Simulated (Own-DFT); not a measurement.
Hf$_{36}$O$_{71}$ (tetragonal hafnia with one neutral oxygen vacancy, atoms displaced) (calculated)

Computed with Own-DFT development build. A calculation, not a measurement: plane-wave PBE and HSE06 DFT by an unreviewed code, no spin, of a simulated cell at Gamma alone, so results move with cell size and shape, stress positive in tension, energies less offsets, not probed for a lower state with spin; hafnium file: forces about 75 meV/angstrom off all-electron values; oxygen file: force components 24 meV/angstrom off all-electron in a glass; k mesh not checked against a denser one; forces and stress are PBE's, HSE06 gives the energy alone, and its difference from PBE has offsets of its own; offsets are fitted by least squares, one for each functional and potential file, so energies compare only between cells with the same atoms and settings and are not formation energies; the far tail of each file's local potential was reset to the Coulomb form; each entry is a single point on an unrelaxed cell, so the pressure reflects the starting lattice, taken from the Materials Project, from which strain is counted, and rises with the displacements; printed positions are rounded, which can move forces by about a meV/angstrom; the program is a retired in-house code; no spin-orbit coupling.

Common to all runs: first functional PBE; second functional HSE06; exact exchange share 0.25; screening 0.11 1/bohr; exchange divergence Gygi-Baldereschi; potential files PseudoDojo norm-conserving, scalar-relativistic, made for PBE, standard set; wave cutoff 48 hartree; occupations fixed; k mesh 1 x 1 x 1 centred on Gamma.

(1) Hf$_{36}$O$_{71}$ (tetragonal hafnia with one neutral oxygen vacancy, atoms displaced)

```
CELL_PARAMETERS angstrom
10.78000 0.00000 0.00000
0.00000 10.78000 0.00000
0.00000 0.00000 10.44930
ATOMIC_POSITIONS crystal
Hf 0.00067 0.00291 0.00080
Hf 0.16641 0.16664 0.25060
O 0.00201 0.16756 0.15216
O 0.16490 0.99838 0.34647
O 0.00015 0.16723 0.40297
O 0.16542 0.99592 0.10167
Hf 0.00081 0.99927 0.50119
Hf 0.16439 0.16628 0.74784
O 0.99681 0.16646 0.65265
O 0.16788 0.00341 0.84677
O 0.00610 0.16968 0.90263
O 0.15891 0.99485 0.59667
Hf 0.00502 0.33219 0.00012
Hf 0.16709 0.49870 0.24961
O 0.99932 0.49731 0.15497
O 0.16334 0.32675 0.34900
O 0.00011 0.49572 0.40638
Hf 0.99968 0.33101 0.50772
Hf 0.16992 0.49773 0.74680
O 0.00126 0.50183 0.65628
O 0.16660 0.33020 0.85078
O 0.99888 0.50193 0.89927
O 0.16350 0.33390 0.59563
Hf 0.99879 0.66645 0.99735
Hf 0.16634 0.82635 0.24818
O 0.99329 0.83327 0.14849
O 0.16453 0.66879 0.34431
O 0.00254 0.83353 0.40539
O 0.16243 0.66459 0.09819
Hf 0.99336 0.67096 0.49870
Hf 0.16855 0.83823 0.75075
O 0.99705 0.83441 0.65420
O 0.16638 0.66709 0.85041
O 0.00056 0.83355 0.89984
O 0.16406 0.66613 0.60070
Hf 0.33569 0.00481 0.99813
Hf 0.50325 0.16551 0.25122
O 0.33882 0.16647 0.15285
O 0.49655 0.00210 0.34895
O 0.33186 0.16648 0.40751
O 0.49751 0.00119 0.09699
Hf 0.33051 0.00218 0.50210
Hf 0.49707 0.16588 0.75207
O 0.33430 0.16398 0.64660
O 0.50194 0.99891 0.84888
O 0.33045 0.16719 0.90186
O 0.50058 0.99721 0.59999
Hf 0.33518 0.32933 0.00650
Hf 0.49444 0.49932 0.25610
O 0.33098 0.49632 0.15589
O 0.50107 0.33772 0.34764
O 0.32798 0.50096 0.40311
O 0.49762 0.33069 0.09529
Hf 0.33563 0.33404 0.50177
Hf 0.49712 0.50673 0.75231
O 0.33399 0.50337 0.65597
O 0.49722 0.33292 0.84559
O 0.33294 0.49750 0.89932
O 0.49899 0.33685 0.59834
Hf 0.33470 0.66139 0.00268
Hf 0.49818 0.83587 0.24529
O 0.33373 0.83432 0.15737
O 0.50122 0.66545 0.34861
O 0.32997 0.83099 0.40581
O 0.49885 0.67036 0.09514
Hf 0.33359 0.67305 0.49713
Hf 0.49553 0.83704 0.74907
O 0.32970 0.83745 0.65101
O 0.49926 0.66459 0.84664
O 0.33021 0.83029 0.90210
O 0.50215 0.66710 0.59607
Hf 0.66908 0.00087 0.00163
Hf 0.83791 0.16660 0.25254
O 0.67212 0.16680 0.14879
O 0.83974 0.00129 0.34480
O 0.66919 0.16257 0.40193
O 0.83277 0.00096 0.09646
Hf 0.66881 0.99849 0.49850
Hf 0.83296 0.16549 0.74934
O 0.67263 0.15958 0.65600
O 0.83273 0.99970 0.84744
O 0.66267 0.16369 0.90196
O 0.83360 0.99870 0.60127
Hf 0.66538 0.33686 0.99891
Hf 0.83520 0.50074 0.24863
O 0.66753 0.49645 0.14789
O 0.83212 0.33528 0.34877
O 0.66676 0.49935 0.40159
O 0.83076 0.33304 0.09697
Hf 0.66942 0.33218 0.50120
Hf 0.83062 0.50080 0.75068
O 0.66680 0.49644 0.64994
O 0.83462 0.32985 0.84813
O 0.66872 0.50114 0.90129
O 0.83290 0.33419 0.59637
Hf 0.66565 0.66811 0.99736
Hf 0.83143 0.83323 0.24171
O 0.66229 0.83155 0.15321
O 0.82955 0.66162 0.35086
O 0.66173 0.83259 0.40005
O 0.83248 0.66374 0.09582
Hf 0.67040 0.66387 0.50059
Hf 0.83109 0.83194 0.74830
O 0.66604 0.83377 0.65579
O 0.83343 0.66671 0.84709
O 0.66349 0.83417 0.90343
O 0.83170 0.66238 0.59920
```

```
PBE energy of cell above offsets : -100.999 eV
HSE06 less PBE above offsets     : -0.140 eV
PBE pressure                     : 0.8 GPa
PBE stress xx                    : -1.1 GPa
PBE stress yy                    : 0.09 GPa
PBE stress zz                    : -1.4 GPa
PBE stress yz                    : 0.19 GPa
PBE stress xz                    : -0.76 GPa
PBE stress xy                    : 0 GPa
```

Force:
| element | x (eV/Å) | y (eV/Å) | z (eV/Å) |
| --- | --- | --- | --- |
| Hf | 0.228 | -0.63 | -0.337 |
| Hf | 0.212 | -0.609 | 0.208 |
| O | 0.064 | 0.318 | -0.281 |
| O | 0.263 | -0.121 | 0.18 |
| O | -0.165 | -0.163 | 0.157 |
| O | 0.408 | 0.249 | -0.932 |
| Hf | -1.022 | 0.01 | -0.695 |
| Hf | -0.047 | 0.516 | 0.403 |
| O | 0.71 | 0.08 | -0.085 |
| O | 0.082 | -0.092 | 0.071 |
| O | -0.207 | -0.759 | 0.082 |
| O | 1.511 | 0.512 | 0.547 |
| Hf | -0.482 | 0.783 | 0.078 |
| Hf | -1.006 | -0.405 | 0.964 |
| O | 0.672 | -0.326 | -0.388 |
| O | 0.445 | 1.079 | -0.896 |
| O | 0.128 | 0.794 | -0.041 |
| Hf | -0.424 | 0.641 | -1.494 |
| Hf | -0.96 | 1.093 | 0.905 |
| O | -0.537 | -0.407 | -0.129 |
| O | -0.028 | 0.302 | -0.165 |
| O | -0.008 | -0.716 | 0.883 |
| O | 1.363 | -0.131 | 0.845 |
| Hf | 0.356 | 0.111 | -0.74 |
| Hf | -0.563 | 1.593 | -0.201 |
| O | 0.837 | -0.142 | 0.324 |
| O | 0.074 | -0.915 | 0.429 |
| O | -0.383 | -0.118 | -0.588 |
| O | 0.804 | 0.15 | 0.249 |
| Hf | 1.267 | -1.256 | 0.612 |
| Hf | -1.143 | -1.605 | 0.423 |
| O | 0.111 | -0.296 | -0.233 |
| O | 0.136 | -0.152 | -0.463 |
| O | 0.041 | 0.446 | 0.522 |
| O | 0.35 | 0.222 | -0.874 |
| Hf | -0.91 | -1.045 | 0.339 |
| Hf | 0.642 | 0.283 | -0.238 |
| O | -0.999 | 0.265 | -0.013 |
| O | -0.066 | -0.303 | -0.212 |
| O | 0.231 | 0.369 | -0.587 |
| O | 0.622 | -0.096 | 0.27 |
| Hf | 0.186 | -0.331 | -0.291 |
| Hf | 1.142 | 0.316 | -0.196 |
| O | -0.627 | -0.081 | 0.792 |
| O | -0.783 | 0.253 | 0.034 |
| O | 0.454 | -0.058 | -0.177 |
| O | -0.116 | 0.048 | -0.328 |
| Hf | -0.968 | 0.483 | -0.929 |
| Hf | 1.588 | 0.573 | -0.574 |
| O | 0.232 | -0.039 | -0.726 |
| O | -0.283 | -1.296 | 0.231 |
| O | 0.186 | -0.052 | -0.028 |
| O | 0.648 | 0.127 | 0.46 |
| Hf | -0.27 | 0.031 | -0.181 |
| Hf | 0.477 | -1.487 | -0.73 |
| O | 0.086 | -0.318 | -0.71 |
| O | 0.211 | 0.117 | 0.048 |
| O | 0.163 | 0.019 | 1.047 |
| O | 0.294 | -0.645 | -0.279 |
| Hf | -1.143 | 0.429 | -1.049 |
| Hf | 0.223 | -0.394 | 1.268 |
| O | -0.409 | -0.318 | -0.521 |
| O | -0.518 | 0.276 | -0.458 |
| O | 0.162 | 1.104 | -0.598 |
| O | 0.024 | -0.301 | 0.249 |
| Hf | -0.372 | -1.273 | 1.102 |
| Hf | 0.602 | -0.389 | -0.063 |
| O | 0.606 | -0.058 | -0.005 |
| O | -0.011 | 1.116 | 0.429 |
| O | 0.373 | 0.582 | 0.339 |
| O | -0.542 | 0.101 | 0.174 |
| Hf | -0.334 | 0.491 | -0.648 |
| Hf | -0.457 | 0.935 | -0.203 |
| O | -0.963 | -0.287 | 0.792 |
| O | -0.431 | -0.962 | 0.067 |
| O | -0.288 | 0.543 | 0.041 |
| O | 0.333 | -0.284 | 0.256 |
| Hf | -0.141 | -0.382 | 0.656 |
| Hf | -0.228 | -0.116 | 0.737 |
| O | -1.662 | 0.534 | -0.611 |
| O | 0.116 | 0.036 | 0.313 |
| O | -0.056 | 0.46 | 0.212 |
| O | -0.027 | -0.166 | -0.836 |
| Hf | 0.628 | -0.583 | 0.212 |
| Hf | -0.817 | -0.951 | 0.073 |
| O | -0.923 | 0.257 | 0.596 |
| O | -0.18 | -0.549 | -0.147 |
| O | -0.199 | -0.229 | 0.245 |
| O | 0.918 | -0.04 | -0.309 |
| Hf | -0.214 | 0.579 | -0.274 |
| Hf | 0.733 | -0.55 | 0.137 |
| O | -0.264 | 0.241 | 0.275 |
| O | -0.276 | 0.432 | -0.258 |
| O | -0.144 | 0.116 | -0.301 |
| O | -0.159 | -0.132 | 0.52 |
| Hf | 0.181 | -0.38 | 0.224 |
| Hf | -0.14 | -0.099 | 1.184 |
| O | 0.789 | 0.22 | -0.515 |
| O | 0.435 | 1.381 | -0.366 |
| O | 0.476 | 0.25 | 0.372 |
| O | -0.234 | 0.315 | 0.279 |
| Hf | -0.892 | 0.03 | -0.53 |
| Hf | 0.461 | 0.584 | 0.51 |
| O | -0.217 | -0.138 | -0.336 |
| O | -0.287 | 0.173 | 0.089 |
| O | 0.133 | -0.131 | 0.122 |
| O | 0.105 | 0.337 | 0.2 |

(2) Hf$_{36}$O$_{71}$ (tetragonal hafnia with one neutral oxygen vacancy, atoms displaced)

```
CELL_PARAMETERS angstrom
10.78000 0.00000 0.00000
0.00000 10.78000 0.00000
0.00000 0.00000 10.44930
ATOMIC_POSITIONS crystal
Hf 0.99526 0.00184 0.00118
Hf 0.15611 0.16040 0.24532
O 0.99442 0.16241 0.16499
O 0.00151 0.17329 0.40619
O 0.17295 0.98697 0.10616
Hf 0.99952 0.00508 0.49932
Hf 0.17040 0.16790 0.74979
O 0.99441 0.15765 0.65856
O 0.17022 0.00305 0.85600
O 0.99865 0.17572 0.88942
O 0.17444 0.00275 0.59641
Hf 0.00631 0.32423 0.99505
Hf 0.17468 0.49878 0.24394
O 0.00771 0.51795 0.15504
O 0.15863 0.33922 0.34699
O 0.00376 0.48967 0.41208
O 0.16909 0.33179 0.09546
Hf 0.00089 0.32527 0.50315
Hf 0.17484 0.51152 0.75205
O 0.00261 0.50406 0.65307
O 0.16191 0.32710 0.83843
O 0.00330 0.48415 0.90886
O 0.15180 0.34156 0.59535
Hf 0.99340 0.66133 0.00133
Hf 0.17004 0.83226 0.25187
O 0.00397 0.84947 0.15085
O 0.16604 0.65622 0.35351
O 0.99445 0.83982 0.41103
O 0.16526 0.66237 0.07887
Hf 0.00278 0.66650 0.49339
Hf 0.17620 0.83599 0.74258
O 0.99667 0.82871 0.64278
O 0.16715 0.66246 0.83959
O 0.99226 0.82159 0.90272
O 0.17507 0.65891 0.60215
Hf 0.34106 0.99248 0.00820
Hf 0.48853 0.16199 0.24403
O 0.31884 0.16856 0.14552
O 0.50712 0.99405 0.35053
O 0.33321 0.17761 0.40008
O 0.48827 0.00412 0.09752
Hf 0.33763 0.99978 0.50601
Hf 0.50712 0.16672 0.74972
O 0.33025 0.17293 0.65693
O 0.49761 0.01542 0.85070
O 0.33064 0.16263 0.90421
O 0.50805 0.00801 0.60772
Hf 0.32574 0.32983 0.00813
Hf 0.50486 0.49522 0.23517
O 0.33284 0.49515 0.15479
O 0.49995 0.35295 0.34863
O 0.33055 0.50255 0.39815
O 0.49262 0.33120 0.09527
Hf 0.32891 0.33517 0.50029
Hf 0.49776 0.49918 0.73719
O 0.32320 0.50286 0.65503
O 0.50058 0.32891 0.86041
O 0.34242 0.50885 0.92383
O 0.50843 0.32239 0.58930
Hf 0.33670 0.66749 0.99546
Hf 0.50856 0.83504 0.24798
O 0.33332 0.84750 0.15854
O 0.51109 0.67618 0.34153
O 0.33849 0.83632 0.39639
O 0.49380 0.67687 0.09747
Hf 0.33751 0.67237 0.50539
Hf 0.50049 0.84967 0.75818
O 0.33328 0.82621 0.64372
O 0.50048 0.66907 0.84261
O 0.33828 0.83738 0.89756
O 0.50135 0.66569 0.61109
Hf 0.67182 0.00696 0.99513
Hf 0.82122 0.16650 0.24384
O 0.68862 0.17939 0.15432
O 0.83351 0.01226 0.34657
O 0.68120 0.17288 0.39689
O 0.83840 0.00463 0.10019
Hf 0.66438 0.00760 0.48670
Hf 0.83754 0.16664 0.74788
O 0.66252 0.16941 0.66051
O 0.83418 0.98864 0.86364
O 0.66598 0.16867 0.90052
O 0.82366 0.00622 0.58208
Hf 0.66697 0.33788 0.99133
Hf 0.83814 0.49386 0.24619
O 0.65989 0.48956 0.13951
O 0.83597 0.33293 0.34029
O 0.65866 0.49083 0.39197
O 0.82459 0.33731 0.10083
Hf 0.66608 0.32340 0.49449
Hf 0.83224 0.49622 0.74816
O 0.67260 0.50313 0.64455
O 0.82570 0.32039 0.84746
O 0.67724 0.50312 0.89655
O 0.82579 0.33186 0.59205
Hf 0.67334 0.66197 0.99764
Hf 0.84237 0.83455 0.24928
O 0.67246 0.82627 0.16327
O 0.83012 0.67324 0.34638
O 0.68087 0.83757 0.41085
O 0.82831 0.66774 0.09724
Hf 0.65944 0.66030 0.49666
Hf 0.83151 0.83246 0.74698
O 0.65112 0.83715 0.64429
O 0.84087 0.65934 0.84331
O 0.66609 0.83237 0.90816
O 0.82326 0.67039 0.59211
```

```
PBE energy of cell above offsets : -89.644 eV
HSE06 less PBE above offsets     : 0.458 eV
PBE pressure                     : 4.76 GPa
PBE stress xx                    : -6.48 GPa
PBE stress yy                    : -2.89 GPa
PBE stress zz                    : -4.92 GPa
PBE stress yz                    : -0.93 GPa
PBE stress xz                    : 0.21 GPa
PBE stress xy                    : -0.1 GPa
```

Force:
| element | x (eV/Å) | y (eV/Å) | z (eV/Å) |
| --- | --- | --- | --- |
| Hf | 1.808 | -1.602 | -0.554 |
| Hf | 0.629 | 0.342 | 2.163 |
| O | 0.915 | 0.174 | -2.721 |
| O | 1.169 | -2.626 | -0.476 |
| O | -1.422 | 1.497 | -0.179 |
| Hf | -0.789 | 0.306 | -0.024 |
| Hf | -0.136 | -0.758 | 0.819 |
| O | 1.56 | -0.249 | -1.427 |
| O | -1.045 | -1.167 | -1.234 |
| O | -0.336 | -2.56 | 1.476 |
| O | -0.754 | -0.536 | -0.155 |
| Hf | -1.189 | 1.155 | 0.891 |
| Hf | -1.078 | -0.208 | 2.03 |
| O | -1.51 | -0.711 | 0.382 |
| O | 0.964 | -1.566 | -0.811 |
| O | -1.311 | 2.018 | -0.903 |
| O | -2.592 | 0.144 | 0.732 |
| Hf | -1.712 | 2.448 | -0.754 |
| Hf | -4.095 | -3.121 | -0.466 |
| O | -0.904 | 0.682 | 1.162 |
| O | 0.991 | 1.86 | 1.301 |
| O | -0.579 | 1.805 | -0.336 |
| O | 3.576 | -1.132 | 0.745 |
| Hf | 0.75 | -0.901 | -0.887 |
| Hf | 0.223 | 0.883 | -0.039 |
| O | -0.159 | -1.263 | 0.366 |
| O | -0.516 | 2.359 | -0.758 |
| O | 0.806 | -0.566 | -1.783 |
| O | 0.832 | 0.864 | 1.39 |
| Hf | -0.835 | -1.576 | 1.218 |
| Hf | -2.219 | -0.093 | 1.279 |
| O | 0.849 | 0.67 | 1.595 |
| O | 0.234 | 3.186 | 1.189 |
| O | 0.368 | 1.961 | -0.012 |
| O | -0.964 | 1.255 | -0.828 |
| Hf | -4.995 | 1.312 | -2.588 |
| Hf | -0.538 | 1.9 | 0.36 |
| O | 1.994 | -0.2 | 1.268 |
| O | -0.321 | 2.608 | -0.274 |
| O | 0.808 | -2.131 | -0.397 |
| O | 5.667 | 1.179 | 2.287 |
| Hf | 0.298 | 0.451 | -0.914 |
| Hf | -1.967 | 2.158 | 0.351 |
| O | 0.954 | 0.184 | -1.158 |
| O | 0.638 | -2.68 | 1.256 |
| O | -0.323 | 0.65 | 0.541 |
| O | -2.053 | -0.044 | -0.936 |
| Hf | 2.087 | -0.532 | -2.671 |
| Hf | -0.727 | 1.408 | 1.876 |
| O | 0.655 | 0.18 | -0.642 |
| O | -0.728 | -4.426 | -0.407 |
| O | 0.337 | 0.326 | 1.544 |
| O | 1.086 | -1.027 | 1.174 |
| Hf | -0.516 | 1.258 | -0.61 |
| Hf | 1.266 | 0.774 | 1.588 |
| O | 4.081 | -1.213 | -0.951 |
| O | 0.093 | 1.458 | -2.145 |
| O | -0.469 | -3.228 | -2.888 |
| O | -2.593 | 1.105 | 1.27 |
| Hf | -0.096 | 1.806 | 0.747 |
| Hf | -0.826 | -1.476 | 0.115 |
| O | 0.518 | -1.151 | -0.242 |
| O | -0.222 | -1.292 | 0.893 |
| O | -0.928 | 0.007 | 1.187 |
| O | 1.329 | -0.249 | -0.279 |
| Hf | -0.132 | -1.114 | -1.534 |
| Hf | 0.811 | -2.04 | -0.861 |
| O | 1.044 | 1.302 | 0.381 |
| O | 0.035 | -0.467 | 0.117 |
| O | -0.164 | -0.38 | -0.465 |
| O | -0.904 | -1.126 | -1.839 |
| Hf | 0.572 | -0.619 | 0.328 |
| Hf | 7.359 | 0.707 | 5.039 |
| O | -10.8 | -0.996 | -5.1 |
| O | 0.259 | -2.24 | -0.204 |
| O | -1.813 | -1.187 | -0.662 |
| O | -1.808 | -0.211 | -0.398 |
| Hf | 0.613 | -2.062 | 1.237 |
| Hf | -1.672 | -0.704 | -0.025 |
| O | 2.24 | -0.049 | -1.297 |
| O | -0.155 | 1.595 | -1.575 |
| O | 0.114 | -1.345 | 0.716 |
| O | 1.355 | -0.284 | 2.118 |
| Hf | -0.376 | 0.183 | 0.515 |
| Hf | -0.239 | -0.043 | 0.885 |
| O | 1.427 | 1.116 | -0.548 |
| O | 0.042 | 0.503 | 0.284 |
| O | 1.198 | 1.54 | 0.466 |
| O | 2.814 | 0.905 | -1.251 |
| Hf | 0.705 | 3.086 | -0.251 |
| Hf | 0.891 | -0.329 | -1.037 |
| O | -1.723 | -0.345 | 0.527 |
| O | -0.004 | 2.14 | -0.036 |
| O | -0.336 | -0.504 | -0.434 |
| O | 1.338 | -0.476 | 1.117 |
| Hf | -2.078 | 0.52 | -0.001 |
| Hf | -1.042 | 0.722 | 1.671 |
| O | 0.084 | 1.068 | -1.24 |
| O | 0.959 | -1.695 | -0.575 |
| O | -0.54 | -0.038 | -0.706 |
| O | 0.959 | -0.078 | 0.242 |
| Hf | 0.965 | 0.431 | -0.478 |
| Hf | -0.013 | -1.5 | -1.05 |
| O | 1.617 | 0.032 | 2.01 |
| O | -0.486 | 0.955 | 0.258 |
| O | -0.387 | 0.785 | -0.403 |
| O | 1.224 | 0.151 | 0.306 |

(3) Hf$_{36}$O$_{71}$ (tetragonal hafnia with one neutral oxygen vacancy, atoms displaced)

```
CELL_PARAMETERS angstrom
10.78000 0.00000 0.00000
0.00000 10.78000 0.00000
0.00000 0.00000 10.44930
ATOMIC_POSITIONS crystal
Hf 0.99210 0.00066 0.99518
Hf 0.17101 0.16812 0.24682
O 0.00602 0.16720 0.14589
O 0.17299 0.99876 0.35166
O 0.00170 0.16123 0.40515
O 0.16863 0.99655 0.10210
Hf 0.00076 0.99820 0.49691
Hf 0.16602 0.16934 0.75121
O 0.00230 0.17468 0.65120
O 0.17008 0.99328 0.84910
O 0.00599 0.16743 0.90783
O 0.16474 0.00338 0.59717
Hf 0.99595 0.33545 0.98661
Hf 0.17450 0.50184 0.25014
O 0.99429 0.50037 0.15673
O 0.16411 0.33525 0.34379
O 0.99774 0.49407 0.39842
O 0.17011 0.32495 0.09532
Hf 0.00879 0.33489 0.50029
Hf 0.16218 0.50049 0.75331
O 0.99792 0.50332 0.65232
O 0.16737 0.33182 0.84812
O 0.99968 0.50405 0.90149
O 0.17339 0.33548 0.59437
Hf 0.00373 0.67189 0.00638
Hf 0.16664 0.82206 0.25046
O 0.99608 0.83450 0.15102
O 0.16570 0.66350 0.34636
O 0.99723 0.83630 0.40641
O 0.16947 0.66690 0.09809
Hf 0.00442 0.66763 0.49718
Hf 0.16448 0.84332 0.75052
O 0.98853 0.82694 0.65236
O 0.16810 0.65915 0.85486
O 0.00456 0.83503 0.90493
O 0.15119 0.67136 0.60010
Hf 0.33362 0.99764 0.99815
Hf 0.49729 0.16071 0.24174
O 0.33426 0.17165 0.14459
O 0.49900 0.00040 0.34441
O 0.33063 0.16313 0.40838
O 0.50326 0.00686 0.09502
Hf 0.33917 0.00170 0.49486
Hf 0.49726 0.16609 0.73871
O 0.33282 0.17599 0.65408
O 0.49998 0.99893 0.85092
O 0.33530 0.15996 0.90055
O 0.49904 0.00084 0.59732
Hf 0.33512 0.33250 0.99527
Hf 0.50235 0.49324 0.25131
O 0.33150 0.49767 0.15571
O 0.50101 0.33486 0.34375
O 0.33531 0.50452 0.40760
O 0.50437 0.33696 0.09238
Hf 0.33183 0.33418 0.50691
Hf 0.49574 0.49840 0.74514
O 0.33163 0.50253 0.65854
O 0.49459 0.33686 0.85394
O 0.33775 0.49133 0.89644
O 0.50199 0.33247 0.59908
Hf 0.33327 0.66476 0.99925
Hf 0.48782 0.84195 0.25271
O 0.33489 0.83543 0.15393
O 0.49869 0.66583 0.33992
O 0.32894 0.82699 0.40375
O 0.50200 0.67209 0.09476
Hf 0.32882 0.66771 0.49840
Hf 0.50178 0.83545 0.75321
O 0.33096 0.83193 0.64706
O 0.49105 0.66584 0.84391
O 0.32834 0.82767 0.90382
O 0.49790 0.65697 0.59159
Hf 0.67167 0.99560 0.99691
Hf 0.83625 0.16089 0.24260
O 0.66981 0.16641 0.14724
O 0.83103 0.00295 0.35365
O 0.67261 0.16833 0.39322
O 0.83120 0.99509 0.10391
Hf 0.66258 0.99879 0.49653
Hf 0.84018 0.16706 0.75161
O 0.66324 0.17136 0.65032
O 0.83109 0.99526 0.85102
O 0.67319 0.16850 0.89898
O 0.83150 0.00199 0.60591
Hf 0.67153 0.32645 0.00443
Hf 0.83829 0.50152 0.24905
O 0.66149 0.50247 0.15506
O 0.83693 0.33026 0.35192
O 0.66210 0.49618 0.40005
O 0.82893 0.33956 0.09248
Hf 0.66434 0.33579 0.50000
Hf 0.83228 0.50211 0.75134
O 0.66006 0.50162 0.64965
O 0.83932 0.33365 0.85161
O 0.66142 0.50370 0.90559
O 0.83007 0.33092 0.59437
Hf 0.66219 0.66090 0.99064
Hf 0.83576 0.83083 0.24404
O 0.83639 0.67404 0.34649
O 0.66358 0.83612 0.40140
O 0.83810 0.67407 0.09559
Hf 0.66921 0.66634 0.49456
Hf 0.83652 0.83661 0.74217
O 0.66785 0.82263 0.64447
O 0.83748 0.66994 0.84467
O 0.66115 0.83478 0.90796
O 0.83968 0.67697 0.59709
```

```
PBE energy of cell above offsets : -97.285 eV
HSE06 less PBE above offsets     : 0.029 eV
PBE pressure                     : 2.25 GPa
PBE stress xx                    : -2.03 GPa
PBE stress yy                    : -2.26 GPa
PBE stress zz                    : -2.46 GPa
PBE stress yz                    : -0.16 GPa
PBE stress xz                    : 0.24 GPa
PBE stress xy                    : 0.05 GPa
```

Force:
| element | x (eV/Å) | y (eV/Å) | z (eV/Å) |
| --- | --- | --- | --- |
| Hf | 1.418 | -0.433 | 1.853 |
| Hf | -0.873 | -0.601 | -0.271 |
| O | -1.191 | -0.281 | 0.59 |
| O | -0.084 | -0.586 | -0.79 |
| O | 0.482 | 0.898 | -0.355 |
| O | -0.362 | 0.113 | -0.892 |
| Hf | -0.589 | 0.659 | 0.122 |
| Hf | 0.593 | -0.9 | 0.04 |
| O | 0.273 | -0.032 | 0.848 |
| O | -0.286 | 2.425 | 0.144 |
| O | -0.415 | -0.896 | -1.888 |
| O | 0.505 | -0.282 | 0.725 |
| Hf | 0.775 | 0.666 | 2.707 |
| Hf | -1.549 | -1.565 | -0.31 |
| O | 2.232 | 0.243 | -1.096 |
| O | 0.477 | -0.258 | 0.56 |
| O | 0.206 | 1.382 | 0.704 |
| O | -0.88 | 0.881 | -0.411 |
| Hf | -2.44 | -0.702 | -1.036 |
| Hf | 0.446 | 0.807 | 0.101 |
| O | 0.01 | -0.954 | -0.002 |
| O | -0.5 | 0.196 | -0.411 |
| O | 0.008 | -0.264 | 0.036 |
| O | -1.334 | 0.049 | 1.068 |
| Hf | -0.638 | -0.437 | -1.198 |
| Hf | -0.171 | 3.105 | -0.468 |
| O | 1.791 | -0.272 | 0.098 |
| O | -0.248 | -0.054 | 0.69 |
| O | 0.831 | -0.639 | -0.969 |
| O | -0.175 | 0.194 | 1.093 |
| Hf | -2.445 | -0.583 | -0.206 |
| Hf | 0.151 | -2.713 | -0.913 |
| O | 3.424 | 1.354 | -0.23 |
| O | 0.035 | 1.081 | -0.639 |
| O | 0.112 | -0.065 | -0.44 |
| O | 3.024 | -0.296 | 0.341 |
| Hf | -0.356 | 0.037 | 0.37 |
| Hf | 1.463 | 1.72 | -0.091 |
| O | 0.363 | -0.586 | 1 |
| O | -0.634 | 0.857 | 1.278 |
| O | 0.378 | 1.476 | -0.844 |
| O | -0.631 | -0.481 | 0.432 |
| Hf | -2.254 | -1.374 | 0.501 |
| Hf | 1.127 | 0.849 | 2.505 |
| O | -0.663 | -0.426 | -0.536 |
| O | -0.074 | 0.04 | -0.935 |
| O | -0.549 | 0.575 | -0.316 |
| O | 0.065 | 0.093 | 0.247 |
| Hf | 0.704 | -0.632 | 0.306 |
| Hf | 0.302 | 1.409 | -0.399 |
| O | 0.713 | 0.195 | -0.75 |
| O | -0.633 | -1.827 | 0.53 |
| O | -0.708 | -1.236 | -0.297 |
| O | -0.75 | -0.393 | 0.83 |
| Hf | 1.616 | 0.301 | -1.48 |
| Hf | 0.318 | 0.044 | 1.036 |
| O | -1.267 | -0.198 | -1.036 |
| O | 0.455 | -1.488 | -1.667 |
| O | -0.759 | 1.71 | 1.056 |
| O | -1.163 | 0.069 | 0.039 |
| Hf | 1.082 | -0.897 | -0.77 |
| Hf | 2.998 | -3.063 | -0.796 |
| O | -1.313 | -0.134 | -0.444 |
| O | -0.112 | 0.698 | 0.299 |
| O | 0.285 | 1.391 | -0.81 |
| O | -0.54 | 0.231 | -0.635 |
| Hf | 1.045 | -0.355 | 1.689 |
| Hf | -0.208 | -0.825 | -0.613 |
| O | 0.287 | 0.197 | 0.936 |
| O | 0.528 | 0.434 | -0.025 |
| O | 0.16 | 0.883 | -0.264 |
| O | -0.157 | 0.588 | -0.381 |
| Hf | -0.98 | 0.951 | 0.587 |
| Hf | -0.192 | 0.928 | 2.018 |
| O | -0.323 | 0.24 | -0.019 |
| O | 0.331 | -0.758 | -0.734 |
| O | -1.08 | -0.577 | 0.881 |
| O | 0.679 | 0.229 | -0.6 |
| Hf | 2.087 | 0.944 | -0.32 |
| Hf | -2.143 | 0.025 | -1.095 |
| O | 0.718 | -0.481 | 0.14 |
| O | 0.794 | 1.072 | 0.459 |
| O | 0.2 | -0.458 | -0.063 |
| O | -0.009 | 0.24 | -0.46 |
| Hf | -2.015 | 0.636 | -1.09 |
| Hf | -1.612 | -0.888 | 1.061 |
| O | 1.606 | 0.264 | -0.372 |
| O | 0.108 | 0.26 | -1.493 |
| O | 0.443 | 0.91 | 0.21 |
| O | 1.988 | -0.174 | 0.899 |
| Hf | 1.293 | -0.998 | -0.836 |
| Hf | -0.441 | 0.503 | -0.676 |
| O | 1.887 | -0.007 | 0.334 |
| O | 0.204 | 0.206 | -0.757 |
| O | 0.761 | -1.95 | -1.235 |
| O | 0.861 | 0.282 | 0.798 |
| Hf | 0.324 | 1.329 | 2.201 |
| Hf | -2.043 | 0.879 | 0.667 |
| O | -0.387 | -1.478 | -0.025 |
| O | -0.157 | -0.223 | -0.241 |
| O | -1.421 | -0.085 | 0.029 |
| Hf | -0.477 | 0.154 | 0.458 |
| Hf | -1.905 | -1.202 | 0.466 |
| O | -0.995 | 0.782 | 1.063 |
| O | -0.465 | -0.287 | 0.041 |
| O | -0.201 | -0.925 | -0.713 |
| O | -1.175 | -1.464 | -0.741 |
